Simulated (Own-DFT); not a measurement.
Hf36O71 (tetragonal hafnia with one neutral oxygen vacancy, atoms displaced) (calculated)

A calculation, not a measurement: plane-wave PBE and HSE06 DFT by an unreviewed code, no spin, of a simulated cell at Gamma alone, so results move with cell size and shape, stress positive in tension, energies less offsets, not probed for a lower state with spin; hafnium file: forces about 75 meV/angstrom off all-electron values; oxygen file: force components 24 meV/angstrom off all-electron in a glass; k mesh not checked against a denser one; forces and stress are PBE's, HSE06 gives the energy alone, and its difference from PBE has offsets of its own; offsets are fitted by least squares, one for each functional and potential file, so energies compare only between cells with the same atoms and settings and are not formation energies; the far tail of each file's local potential was reset to the Coulomb form; each entry is a single point on an unrelaxed cell, so the pressure reflects the starting lattice, taken from the Materials Project, from which strain is counted, and rises with the displacements; printed positions are rounded, which can move forces by about a meV/angstrom; the program is a retired in-house code; no spin-orbit coupling. Program: Own-DFT development build.

Settings shared by all entries: first functional PBE; second functional HSE06; exact exchange share 0.25; screening 0.11 1/bohr; exchange divergence Gygi-Baldereschi; potential files PseudoDojo norm-conserving, scalar-relativistic, made for PBE, standard set; wave cutoff 48 hartree; occupations fixed; k mesh 1 x 1 x 1 centred on Gamma.

(1) Hf36O71 (tetragonal hafnia with one neutral oxygen vacancy, atoms displaced)

```xyz
107
Lattice="10.7800 0.0000 0.0000 0.0000 10.7800 0.0000 0.0000 0.0000 10.4493" Properties=species:S:1:pos:R:3 Hf36O71
Hf     0.0109    10.7742    10.4427
Hf     1.8065     1.8136     2.6163
O      0.0040     1.8274     1.6280
O      1.8048     0.0146     3.5936
O     10.7547     1.8069     4.2357
O      1.8132     0.0142     1.0182
Hf     0.0207     0.0243     5.2448
Hf     1.8321     1.8198     7.8798
O      0.0360     1.8319     6.8482
O      1.7589     0.0669     8.8390
O     10.7267     1.7553     9.4013
O      1.8222     0.0176     6.2597
Hf    10.7675     3.5952     0.0068
Hf     1.7895     5.3633     2.5977
O     10.7472     5.3630     1.6058
O      1.7587     3.6120     3.6480
O      0.0075     5.4251     4.2336
O      1.7692     3.5568     1.0242
Hf     0.0127     3.5730     5.2278
Hf     1.8320     5.4049     7.7883
O     10.7053     5.3553     6.8081
O      1.8097     3.6135     8.8343
O      0.0036     5.3987     9.4653
O      1.8016     3.5475     6.2715
Hf     0.0210     7.1840     0.0448
Hf     1.8427     8.9733     2.5880
O     10.7791     8.9701     1.6203
O      1.7566     7.1946     3.6733
O      0.0219     8.9913     4.1833
O      1.7972     7.1553     0.9620
Hf     0.0043     7.1666     5.2414
Hf     1.8054     8.9510     7.8505
O      0.0307     8.9947     6.8570
O      1.7597     7.1927     8.8773
O     10.7523     8.9688     9.3600
O      1.7669     7.2401     6.2430
Hf     3.5926    10.7160    10.4488
Hf     5.3852     1.8208     2.5767
O      3.6066     1.7853     1.5935
O      5.3565     0.0355     3.6220
O      3.6014     1.8368     4.1822
O      5.3596     0.0311     1.0254
Hf     3.6121     0.0116     5.2537
Hf     5.4357     1.8043     7.8391
O      3.6051     1.8157     6.8116
O      5.4109    10.7605     8.7986
O      3.6384     1.7901     9.4324
O      5.3908    10.7362     6.3267
Hf     3.5605     3.5726    10.3945
Hf     5.4230     5.4119     2.6257
O      3.5857     5.3688     1.6414
O      5.3847     3.5384     3.6563
O      3.5885     5.4098     4.1922
O      5.3702     3.6288     1.0420
Hf     3.6028     3.5628     5.2559
Hf     5.3916     5.4000     7.8994
O      3.5598     5.3621     6.8185
O      5.3529     3.6807     8.8963
O      3.5909     5.4215     9.4541
O      5.3576     3.5627     6.1815
Hf     3.5529     7.1947     0.0046
Hf     5.3191     8.9869     2.5894
O      3.5610     8.9355     1.6414
O      5.4113     7.2452     3.6905
O      3.5670     8.9699     4.1946
O      5.4059     7.1723     1.0045
Hf     3.6277     7.1749     5.2490
Hf     5.3646     8.9933     7.8691
O      5.4196     7.1685     8.8626
O      3.5822     8.9408     9.4435
O      5.3793     7.1459     6.2750
Hf     7.1661     0.0020     0.0472
Hf     9.0567     1.7864     2.6249
O      7.1822     1.7953     1.6058
O      9.0191    10.7413     3.6685
O      7.1608     1.7700     4.2232
O      9.0175     0.0403     0.9612
Hf     7.1465     0.0515     5.2205
Hf     9.0225     1.7757     7.8706
O      7.1757     1.8548     6.8052
O      8.9858    10.7531     8.8026
O      7.1739     1.7738     9.3976
O      9.0219    10.7411     6.2114
Hf     7.1903     3.5817    10.4372
Hf     8.9547     5.3950     2.6297
O      7.1784     5.3882     1.5955
O      9.0361     3.6116     3.6204
O      7.1820     5.4031     4.1962
O      8.9781     3.5775     1.0241
Hf     7.1787     3.6383     5.2322
Hf     8.9786     5.4105     7.8388
O      7.2043     5.4302     6.8130
O      9.0177     3.6104     8.8629
O      7.1741     5.3792     9.4641
O      8.9124     3.5794     6.2269
Hf     7.1913     7.1572     0.0053
Hf     8.9714     9.0138     2.6217
O      7.1817     8.9972     1.5846
O      9.0232     7.2341     3.6234
O      7.2406     8.9758     4.2330
O      8.9710     7.1392     0.9763
Hf     7.1901     7.1706     5.2533
Hf     8.9847     8.9628     7.8532
O      7.1591     8.9248     6.8374
O      9.0053     7.1850     8.8819
O      7.1374     8.9675     9.4172
O      8.9668     7.2056     6.2328
```

```
PBE energy of cell above offsets : -100.992 eV
HSE06 less PBE above offsets     : -0.137 eV
PBE pressure                     : 0.97 GPa
PBE stress xx                    : -1.19 GPa
PBE stress yy                    : 0.1 GPa
PBE stress zz                    : -1.83 GPa
PBE stress yz                    : 0.07 GPa
PBE stress xz                    : 0.27 GPa
PBE stress xy                    : -0.02 GPa
```

Force:
| element | x (eV/Å) | y (eV/Å) | z (eV/Å) |
| --- | --- | --- | --- |
| Hf | 0.162 | -0.694 | -0.695 |
| Hf | 0.665 | -0.021 | 0.194 |
| O | 0.353 | -0.272 | -0.447 |
| O | 0.103 | 0.011 | 0.119 |
| O | 0.041 | -0.238 | -0.39 |
| O | 0.012 | -0.29 | -0.326 |
| Hf | -0.113 | -1.383 | -0.29 |
| Hf | -0.153 | -0.076 | -1.117 |
| O | -0.442 | -0.064 | -0.168 |
| O | 0.505 | -1.465 | 0.583 |
| O | 0.125 | 0.799 | 0.701 |
| O | 0.394 | -0.342 | -0.244 |
| Hf | -0.501 | 0.319 | -0.252 |
| Hf | -0.065 | 0.6 | 0.913 |
| O | 0.424 | 0.071 | 0.024 |
| O | -0.14 | -0.299 | -0.06 |
| O | -0.094 | -0.876 | -0.071 |
| O | 0.482 | 0.141 | -0.271 |
| Hf | -0.477 | 0.804 | 0.368 |
| Hf | -1.305 | 0.086 | 0.584 |
| O | 1.406 | 0.127 | 0.184 |
| O | 0.165 | 0.07 | 0.609 |
| O | 0.122 | -0.257 | -0.005 |
| O | -0.156 | 0.483 | -0.263 |
| Hf | -1.226 | 0.099 | -1.069 |
| Hf | -2.405 | 0.004 | 2.146 |
| O | 0.291 | -0.015 | -0.78 |
| O | 0.336 | -0.315 | -1.128 |
| O | 0.083 | 0.243 | 0.822 |
| O | 0.192 | 0.159 | 1.155 |
| Hf | -0.401 | 1.208 | -0.903 |
| Hf | -0.365 | 0.569 | -0.63 |
| O | -0.225 | -0.003 | -0.293 |
| O | 0.417 | -0.31 | -0.382 |
| O | 0.371 | 0.377 | 1.413 |
| O | 1.113 | -0.223 | 0.718 |
| Hf | -0.263 | 1.572 | -0.222 |
| Hf | -0.023 | 0.267 | 0.597 |
| O | -0.6 | 0.143 | -0.3 |
| O | 0.052 | -0.858 | 0.182 |
| O | -0.437 | -0.616 | 0.372 |
| O | -0.071 | -0.614 | -0.301 |
| Hf | -0.277 | 0.133 | -0.434 |
| Hf | -0.411 | 0.085 | -0.072 |
| O | 0.365 | -0.098 | 0.19 |
| O | -0.369 | 0.562 | 1.144 |
| O | -0.118 | -0.454 | 0.009 |
| O | -0.391 | 0.034 | -0.815 |
| Hf | 0.522 | 0.412 | 1.15 |
| Hf | -0.908 | -0.541 | 0.28 |
| O | 0.08 | 0.265 | -0.381 |
| O | 0.298 | 1.36 | -0.501 |
| O | 0.212 | -0.444 | 0.506 |
| O | 0.214 | -0.261 | -0.539 |
| Hf | -0.461 | 0.451 | -0.888 |
| Hf | 0.079 | 0.929 | -0.952 |
| O | 0.748 | 0.155 | 0.06 |
| O | 0.179 | -1.68 | -0.306 |
| O | -0.291 | -0.17 | -0.311 |
| O | 0.891 | 0.371 | 1.229 |
| Hf | 0.976 | -1.213 | 0.033 |
| Hf | 1.775 | 0.036 | 1.213 |
| O | 0.845 | 0.164 | -1.612 |
| O | -0.182 | -0.493 | -0.719 |
| O | 0.241 | 0.39 | 0.785 |
| O | -0.789 | 0.188 | 0.525 |
| Hf | -0.505 | 0.056 | -0.49 |
| Hf | 0.685 | -0.684 | -0.992 |
| O | -0.308 | 0.156 | 0.113 |
| O | -0.011 | 0.724 | -0.315 |
| O | -0.332 | 0.223 | -0.029 |
| Hf | 0.378 | -0.616 | -0.691 |
| Hf | -1.124 | 0.032 | 0.407 |
| O | 0.504 | -0.19 | -0.276 |
| O | -0.116 | 1.178 | -0.834 |
| O | 0.418 | 0.822 | -0.174 |
| O | -0.542 | -0.006 | 0.573 |
| Hf | 0.923 | -1.295 | 0.185 |
| Hf | -0.092 | 0.258 | -0.697 |
| O | 0.174 | -0.579 | 0.321 |
| O | -0.266 | 0.325 | 0.531 |
| O | -0.172 | 0.414 | 0.336 |
| O | -0.926 | 0.528 | 0.323 |
| Hf | -0.176 | -0.09 | 0.624 |
| Hf | 0.54 | 0.605 | -0.027 |
| O | 0.158 | -0.065 | 0.079 |
| O | -0.31 | -0.377 | 0.027 |
| O | -0.002 | -0.077 | -0.277 |
| O | -0.193 | -0.083 | -0.185 |
| Hf | -0.262 | -1.036 | -0.307 |
| Hf | 0.085 | -0.004 | 0.283 |
| O | -0.729 | -0.407 | 0.232 |
| O | -0.292 | -0.285 | -0.018 |
| O | 0.097 | -0.228 | -0.48 |
| O | 1.174 | -0.043 | 0.046 |
| Hf | 0.142 | 0.72 | -0.318 |
| Hf | 0.182 | -0.542 | 0.679 |
| O | -0.346 | 0.346 | 0.085 |
| O | -0.315 | -0.891 | -0.265 |
| O | -0.356 | 0.605 | 0.002 |
| O | 0.149 | 0.13 | 0.595 |
| Hf | -0.109 | 1.3 | -0.001 |
| Hf | -0.068 | -0.111 | -0.7 |
| O | -0.034 | 0.119 | 0.239 |
| O | -0.347 | -0.298 | -0.347 |
| O | 0.254 | 0.392 | 0.726 |
| O | 0.487 | -0.12 | 0.339 |

(2) Hf36O71 (tetragonal hafnia with one neutral oxygen vacancy, atoms displaced)

```xyz
107
Lattice="10.7800 0.0000 0.0000 0.0000 10.7800 0.0000 0.0000 0.0000 10.4493" Properties=species:S:1:pos:R:3 Hf36O71
Hf     0.0220     0.0355     0.0298
Hf     1.6776     1.8393     2.4874
O      0.0888     1.7187     1.4779
O      1.8924     0.0960     3.6232
O     10.7456     1.8139     4.2294
O      1.8426     0.0476     1.0175
Hf    10.7194    10.7008     5.2464
Hf     1.8309     1.7686     7.8440
O      0.0436     1.6647     6.9628
O      1.7545     0.0491     8.8578
O      0.0812     1.7812     9.5288
O      1.8390     0.0466     6.3378
Hf    10.7077     3.6528     0.0731
Hf     1.7773     5.3146     2.7000
O      0.0964     5.4228     1.5727
O      1.9085     3.5787     3.7242
O     10.7239     5.5108     4.2025
O      1.9445     3.5974     1.1528
Hf    10.7002     3.7131     5.2185
Hf     1.7681     5.4300     7.7997
O      0.1278     5.4698     6.6933
O      1.7920     3.4836     8.7370
O     10.7474     5.3991     9.3711
O      1.8033     3.6108     6.0557
Hf     0.1478     7.1837    10.4072
Hf     1.8450     8.9659     2.6550
O      0.0417     9.0452     1.6747
O      1.7991     7.2321     3.4786
O     10.7262     9.0351     4.2082
O      1.7337     7.1810     1.1544
Hf    10.7418     7.2940     5.2965
Hf     1.7938     8.9896     7.9005
O     10.7470     8.9857     6.8506
O      1.7203     7.2201     8.8172
O     10.7052     9.0611     9.3730
O      1.8440     7.3185     6.1692
Hf     3.7165     0.0007     0.0508
Hf     5.4353     1.9381     2.7444
O      3.4512     1.9826     1.6673
O      5.3283     0.0730     3.6296
O      3.6442     1.6421     4.2648
O      5.3824     0.0043     0.9544
Hf     3.6429    10.7612     5.2685
Hf     5.4463     1.8872     7.8486
O      3.6224     1.7022     6.7046
O      5.2884     0.0782     8.9293
O      3.6019     1.8016     9.5804
O      5.3737    10.7236     6.2392
Hf     3.6274     3.6250     0.0096
Hf     5.4561     5.1666     2.6240
O      3.6621     5.5329     1.5932
O      5.3249     3.6024     3.5528
O      3.5872     5.3260     4.1830
O      5.3115     3.6276     0.9971
Hf     3.5949     3.6923     5.1861
Hf     5.5229     5.3338     7.8352
O      3.6702     5.2718     6.6937
O      5.4926     3.6847     8.8740
O      3.5814     5.3804     9.4256
O      5.5267     3.5307     6.2957
Hf     3.4131     7.0791     0.0003
Hf     5.2968     8.9069     2.7233
O      3.6581     8.9511     1.8449
O      5.4266     7.2626     3.7602
O      3.6862     9.0198     4.1763
O      5.3927     7.2430     0.8944
Hf     3.7339     7.0495     5.2984
Hf     5.3498     9.0859     7.8041
O      3.6391     8.9555     6.7634
O      5.3807     7.0893     8.7807
O      3.6595     9.0294     9.4477
O      5.3870     7.1483     6.2660
Hf     7.1121    10.7196    10.3712
Hf     9.0422     1.8476     2.6523
O      7.1556     1.5763     1.6742
O      9.0059    10.7747     3.6986
O      7.2464     1.8376     4.1968
O      8.9272     0.0450     1.0719
Hf     7.0837     0.0629     5.3234
Hf     9.0391     1.8470     7.8575
O      7.2551     1.6085     6.8506
O      9.0515     0.0100     8.8953
O      9.1740    10.6958     6.1777
Hf     7.1378     3.6176    10.2961
Hf     8.9240     5.3508     2.5244
O      7.1893     5.4109     1.7067
O      9.0281     3.6567     3.5002
O      7.0688     5.4188     4.1130
O      8.9594     3.5557     1.0295
Hf     7.3335     3.5469     5.2768
Hf     8.9046     5.4683     7.8499
O      7.1597     5.3678     6.7259
O      8.8872     3.5519     8.8472
O      7.1895     5.4328     9.4760
O      8.8904     3.6271     6.2018
Hf     7.0390     7.1922     0.0713
Hf     9.0627     9.1068     2.6151
O      7.1323     8.9751     1.7206
O      9.0860     7.1814     3.7590
O      7.2303     8.8199     4.1156
O      8.9320     7.1677     0.9335
Hf     7.3283     7.1694     5.2645
Hf     8.8509     8.9754     7.7961
O      7.1930     8.9999     6.7830
O      8.9589     7.2678     8.8755
O      7.2451     9.1606     9.3202
O      8.9812     7.1363     6.1764
```

```
PBE stress xx : ?
```

Questions
1. Estimate the PBE stress xx of Hf36O71 (tetragonal hafnia with one neutral oxygen vacancy, atoms displaced) (entry 2).
2. Give the table of force values for Hf36O71 (tetragonal hafnia with one neutral oxygen vacancy, atoms displaced) (entry 2).

Answers
1. -6.77 GPa
2. 
Force:
| element | x (eV/Å) | y (eV/Å) | z (eV/Å) |
| --- | --- | --- | --- |
| Hf | -0.122 | -1.068 | -0.045 |
| Hf | 3.727 | -1.717 | 3.636 |
| O | -3.746 | 1.397 | 0.232 |
| O | -1.09 | -1.257 | -0.315 |
| O | -0.856 | 1.292 | -0.066 |
| O | 0.307 | -0.662 | -0.345 |
| Hf | 5.282 | 1.842 | -1.543 |
| Hf | 0.876 | -2.211 | -1.24 |
| O | -1.406 | 1.652 | -0.863 |
| O | 0.331 | -1.339 | 0.447 |
| O | -1.062 | 2.388 | -0.558 |
| O | -0.659 | -1.237 | -0.71 |
| Hf | 2.217 | -1.226 | -0.638 |
| Hf | 1.15 | 1.017 | -0.153 |
| O | -1.735 | -1.197 | -0.656 |
| O | -1.09 | 0.092 | -1.18 |
| O | 0.917 | -2.223 | 0.022 |
| O | -3.099 | 1.787 | -1.683 |
| Hf | 3.076 | -0.574 | -1.401 |
| Hf | 1.3 | -2.031 | -0.757 |
| O | -2.341 | -0.637 | 1.335 |
| O | 0.041 | 3.894 | 0.945 |
| O | 0.093 | -0.579 | -0.25 |
| O | -1.277 | 0.229 | 1.883 |
| Hf | -3.662 | 1.695 | 0.857 |
| Hf | 0.083 | 2.882 | 0.89 |
| O | 0.036 | -0.189 | -1.394 |
| O | -0.059 | -2.01 | 2.214 |
| O | 0.554 | -1.114 | -0.073 |
| O | 0.983 | 0.374 | -2.653 |
| Hf | 1.609 | 0.232 | -2.155 |
| Hf | -0.229 | 3.215 | -2.13 |
| O | 0.365 | -1.093 | -0.156 |
| O | 0.477 | -1.361 | 1.569 |
| O | 1.311 | -1.756 | 1.21 |
| O | 0.266 | -0.937 | 0.854 |
| Hf | -2.571 | 0.515 | 0.188 |
| Hf | -2.137 | -6.333 | -2.733 |
| O | 3.634 | -0.819 | -0.108 |
| O | 2.01 | -0.518 | 0.585 |
| O | 1.047 | 4.009 | -0.409 |
| O | 0.609 | -0.127 | 0.987 |
| Hf | -2.99 | -0.104 | -1.695 |
| Hf | -1.674 | -0.951 | -0.404 |
| O | 0.927 | 1.373 | 2.83 |
| O | 1.192 | 0.062 | -1.732 |
| O | 0.542 | 1.139 | -1.54 |
| O | 1.4 | -0.141 | 1.868 |
| Hf | -2.142 | -1.667 | 0.775 |
| Hf | -1.397 | 6.517 | -1.162 |
| O | -0.756 | -0.174 | -0.013 |
| O | -0.073 | -0.513 | 4.058 |
| O | 0.365 | 1.807 | -1.074 |
| O | 2.95 | 0.115 | 0.55 |
| Hf | -0.555 | -4.244 | 0.779 |
| Hf | -2.251 | 2.687 | -1.408 |
| O | -0.58 | 0.474 | 1.595 |
| O | -0.042 | -1.96 | 0.757 |
| O | -0.924 | 0.145 | -0.855 |
| O | 0.066 | -0.445 | -0.384 |
| Hf | 2.912 | 1.203 | 1.224 |
| Hf | 3.41 | 1.256 | 1.393 |
| O | -2.819 | -0.101 | -4.472 |
| O | -1.172 | -3.036 | -0.544 |
| O | -0.743 | -1.214 | 1.873 |
| O | -2.961 | -0.063 | 1.224 |
| Hf | -0.738 | 2.607 | -2.018 |
| Hf | -0.837 | -1.457 | 0.536 |
| O | -0.186 | -0.044 | 1.53 |
| O | 0.562 | 1.508 | 0.201 |
| O | -0.628 | -1.697 | 0.061 |
| O | 1.901 | -0.043 | 0.897 |
| Hf | 1.119 | 2.782 | 3.099 |
| Hf | -0.742 | -3.297 | -1.044 |
| O | 0.352 | 2.257 | -0.04 |
| O | -0.205 | 1.456 | -0.474 |
| O | -0.101 | 0.355 | 0.692 |
| O | 0.919 | -0.473 | -0.521 |
| Hf | 2.059 | -2.098 | -2.911 |
| Hf | 1.16 | -3.381 | 0.874 |
| O | -0.129 | 0.395 | 0.041 |
| O | -0.955 | 1.376 | -1.134 |
| O | -6.39 | 0.311 | 2.7 |
| Hf | 0.136 | -1.784 | 1.684 |
| Hf | 2.272 | 4.072 | 1.048 |
| O | -1.024 | -0.266 | -2.703 |
| O | -0.095 | -0.518 | 2.142 |
| O | 1.104 | -1.778 | 1.476 |
| O | -0.463 | 0.234 | -0.52 |
| Hf | -5.257 | 1.431 | -3.007 |
| Hf | 1.177 | 1.227 | 0.74 |
| O | 1.989 | 0.16 | 0.95 |
| O | -0.094 | 1.741 | 0.232 |
| O | 0.689 | -0.543 | -1.296 |
| O | 4.284 | -0.048 | 2.704 |
| Hf | 3.055 | 2.168 | -0.795 |
| Hf | -2.233 | -1.42 | 0.183 |
| O | 0.824 | -0.039 | -2.11 |
| O | -0.622 | -0.404 | -1.623 |
| O | 0.377 | 2.333 | 2.355 |
| O | 1.191 | -0.522 | 0.358 |
| Hf | -4.072 | 1.003 | -4.125 |
| Hf | 3.047 | 1.729 | 1.743 |
| O | -1.215 | 0.098 | -0.854 |
| O | -0.26 | -1.887 | -1.683 |
| O | -0.973 | -3.516 | -0.526 |
| O | 1.16 | -0.493 | 3.849 |

Further results for Hf36O71 (tetragonal hafnia with one neutral oxygen vacancy, atoms displaced) (entry 2):

```
PBE energy of cell above offsets : -87.174 eV
HSE06 less PBE above offsets     : 0.608 eV
PBE pressure                     : 5.95 GPa
PBE stress yy                    : -4.64 GPa
PBE stress zz                    : -6.43 GPa
PBE stress yz                    : -0.14 GPa
PBE stress xz                    : -0.8 GPa
PBE stress xy                    : 0.25 GPa
```
